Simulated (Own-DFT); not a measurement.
# Which defects push the lattice out? 4H SiC

No measurement is shown. These are fixed-geometry runs of a retired plane-wave code named Own-DFT, which no person has reviewed; spin and spin-orbit coupling are neglected.

Common settings: PBE; PseudoDojo norm-conserving scalar-relativistic files; cutoff 42 hartree; 4 x 4 x 3 k mesh centred on Gamma; Fermi-Dirac smearing of 0.1 eV.

Known weak points (not all hold for every row): some atoms lie very close together; not probed for a lower state with spin; forces on such cells passed a denser k mesh, each cell not checked; stress not checked against mesh or cutoff.

All runs share one cell, with vectors in Å (9.248, 0.000, 0.000); (-4.624, 8.009, 0.000); (0.000, 0.000, 10.068) and a volume of 745.7 Å³. u is the rms random offset of the atoms per axis. The defect's site can differ from row to row.

| cell | formula | u (Å) | P (GPa) |
|---|---|---|---|
| no defect | C36Si36 | 0.0267 | 3.52 |
| no defect | C36Si36 | 0.0613 | 6.39 |
| no defect | C36Si36 | 0.0681 | 7.13 |
| two N on a C site each | C34N2Si36 | 0.0293 | 2.64 |
| two N on a C site each | C34N2Si36 | 0.0487 | 4.26 |
| two N on a C site each | C34N2Si36 | 0.0515 | 4.26 |
| one C on a Si site and one Si on a C site | C36Si36 | 0.0276 | 7.05 |
| one C on a Si site and one Si on a C site | C36Si36 | 0.0304 | 7.11 |
| one C on a Si site and one Si on a C site | C36Si36 | 0.0543 | 9.34 |
| one Al on a Si site and one N on a C site | AlC35NSi35 | 0.0482 | ? |
| one Al on a Si site and one N on a C site | AlC35NSi35 | 0.0483 | 5.38 |
| one Al on a Si site and one N on a C site | AlC35NSi35 | 0.0504 | 5.22 |
| one Al on a Si site and one N on a C site | AlC35NSi35 | 0.0509 | 5.75 |
| two Al on a Si site each | Al2C36Si34 | 0.0308 | 5.81 |
| two Al on a Si site each | Al2C36Si34 | 0.0518 | 7.57 |
| two Al on a Si site each | Al2C36Si34 | 0.0529 | 8.02 |

## Analysis

P = P0 + c u² + a shift for each defect gives P0 = 2.69 GPa, c = 984 ± 48 GPa/Å² and a scatter of 0.19 GPa. The shifts, and each times the cell's volume:

- one C on a Si site and one Si on a C site: 3.62 ± 0.17 GPa, 16.8 eV
- two Al on a Si site each: 2.34 ± 0.16 GPa, 10.9 eV (5.4 eV for each of its 2 sites)
- one Al on a Si site and one N on a C site: 0.31 ± 0.16 GPa, 1.4 eV (not resolved)
- two N on a C site each: -0.90 ± 0.16 GPa, -4.2 eV (-2.1 eV for each of its 2 sites)

A positive shift means that the defect pushes the cell outwards. Shift times volume (160.2 GPa Å³ is 1 eV) depends little on the cell's size, so, taken for each site, it can be compared between cells at like pressure. The atoms around the defects weren't relaxed, which would change these numbers.

## Prediction

The question: what pressure belongs in the blank (one Al on a Si site and one N on a C site, u = 0.0482 Å)?

Estimate: 5.29 ± 0.22 GPa. Computed: 5.40 GPa.
